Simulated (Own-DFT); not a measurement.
SiC (2H silicon carbide, atoms displaced) (calculated)

All values are calculated (Own-DFT development build). A calculation, not a measurement: plane-wave PBE density functional theory by an unreviewed code, no spin, of a simulated periodic cell, stress positive in tension, free energy of the whole cell less one offset for each atom, forces on such cells passed a denser k mesh, this cell's mesh not checked; offsets are fitted by least squares, one for each functional and potential file, so energies compare only between cells with the same atoms and settings and are not formation energies; the far tail of each file's local potential was reset to the Coulomb form; each entry is a single point on an unrelaxed cell, so the pressure reflects the starting lattice, mostly measured values (interpolated for alloys), from which strain is counted, and rises with the displacements; printed positions are rounded, which can move forces by about a meV/angstrom; the program, named Own-DFT, is a retired in-house code; no spin-orbit coupling.

```yaml
- formula: SiC
  kind: "2H silicon carbide, atoms displaced"
  structure:
    cell_angstrom: [[6.1654, 0.0, 0.0], [-3.0827, 5.3394, 0.0], [0.0, 0.0, 10.0681]]
    atoms_fractional:
      - [Si, 0.98488, 0.98779, 0.0018]
      - [Si, 0.18493, 0.35536, 0.25373]
      - [C, 0.01433, 0.01912, 0.18359]
      - [C, 0.15178, 0.32438, 0.43686]
      - [Si, 0.00553, 0.01764, 0.48957]
      - [Si, 0.1349, 0.31174, 0.7538]
      - [C, 0.99743, 0.9853, 0.6924]
      - [C, 0.16155, 0.33481, 0.93804]
      - [Si, 0.00832, 0.49904, 0.99579]
      - [Si, 0.16648, 0.8438, 0.24819]
      - [C, 0.97829, 0.47151, 0.18895]
      - [C, 0.19199, 0.83524, 0.43819]
      - [Si, 0.9939, 0.49919, 0.49501]
      - [Si, 0.16101, 0.83345, 0.75018]
      - [C, 0.00662, 0.49931, 0.68954]
      - [C, 0.15566, 0.83373, 0.92565]
      - [Si, 0.49661, 0.99153, 0.00778]
      - [Si, 0.65034, 0.32786, 0.25253]
      - [C, 0.50228, 0.01367, 0.19405]
      - [C, 0.67554, 0.34047, 0.42682]
      - [Si, 0.51502, 0.01191, 0.50002]
      - [Si, 0.66021, 0.33262, 0.76039]
      - [C, 0.49167, 0.00051, 0.68708]
      - [C, 0.65988, 0.32612, 0.93997]
      - [Si, 0.50593, 0.4918, 0.99381]
      - [Si, 0.67264, 0.83307, 0.24934]
      - [C, 0.50761, 0.5156, 0.19295]
      - [C, 0.66927, 0.84524, 0.43164]
      - [Si, 0.48401, 0.49801, 0.49357]
      - [Si, 0.67825, 0.82346, 0.75429]
      - [C, 0.49533, 0.4967, 0.69116]
      - [C, 0.66315, 0.83601, 0.93402]
  settings:
    functional: PBE
    potential_files: "PseudoDojo norm-conserving, scalar-relativistic, standard set"
    "wave_cutoff [hartree]": 42.0
    occupations: Fermi-Dirac
    "smearing_width [eV]": 0.1
    hardware: "one NVIDIA H100"
    k_mesh: "5 x 5 x 3 centred on Gamma"
  results:
    "free_energy_of_cell_above_offsets [eV]": "-1.879"
    "pressure [GPa]": 5.68
    "stress_xx [GPa]": -3.97
    "stress_yy [GPa]": -4.43
    "stress_zz [GPa]": -8.66
    "stress_yz [GPa]": -0.59
    "stress_xz [GPa]": 0.16
    "stress_xy [GPa]": 0.85
    force_element: [Si, Si, C, C, Si, Si, C, C, Si, Si, C, C, Si, Si, C, C, Si, Si, C, C, Si, Si, C, C, Si, Si, C, C, Si, Si, C, C]
    "force_x [eV/angstrom]": [1.031, -1.797, -0.392, 0.766, 1.256, 2.622, -1.276, 1.356, -1.889, 0.584, 0.554, -2.9, 0.275, 2.159, -2.079, 0.934, -1.177, 1.44, 0.268, -1.743, -0.6, 0.408, 1.733, 1.368, -2.202, -0.409, 0.258, 0.925, 2.029, -3.162, -0.539, 0.198]
    "force_y [eV/angstrom]": [1.627, -1.63, -1.044, 2.939, -4.605, 1.59, 1.476, -1.267, 0.293, -1.836, 3.273, 0.324, 1.155, -0.754, -0.48, -0.301, 0.574, 1.604, -2.761, -0.07, 0.061, -0.606, 0.26, -0.282, 0.945, 2.58, -1.181, -1.129, 0.821, 0.231, -0.703, -1.105]
    "force_z [eV/angstrom]": [-0.933, -1.457, 1.248, -0.62, 2.445, -0.58, -2.195, 0.188, 1.213, 0.367, -0.764, -0.658, 1.382, -1.916, -0.747, 4.171, -1.442, -1.582, -1.592, 3.072, 0.593, -3.097, 0.555, 0.905, 1.134, -0.17, -1.755, 1.023, 1.816, -1.986, -0.618, 1.997]
    "wall_time [s]": 152.8
```
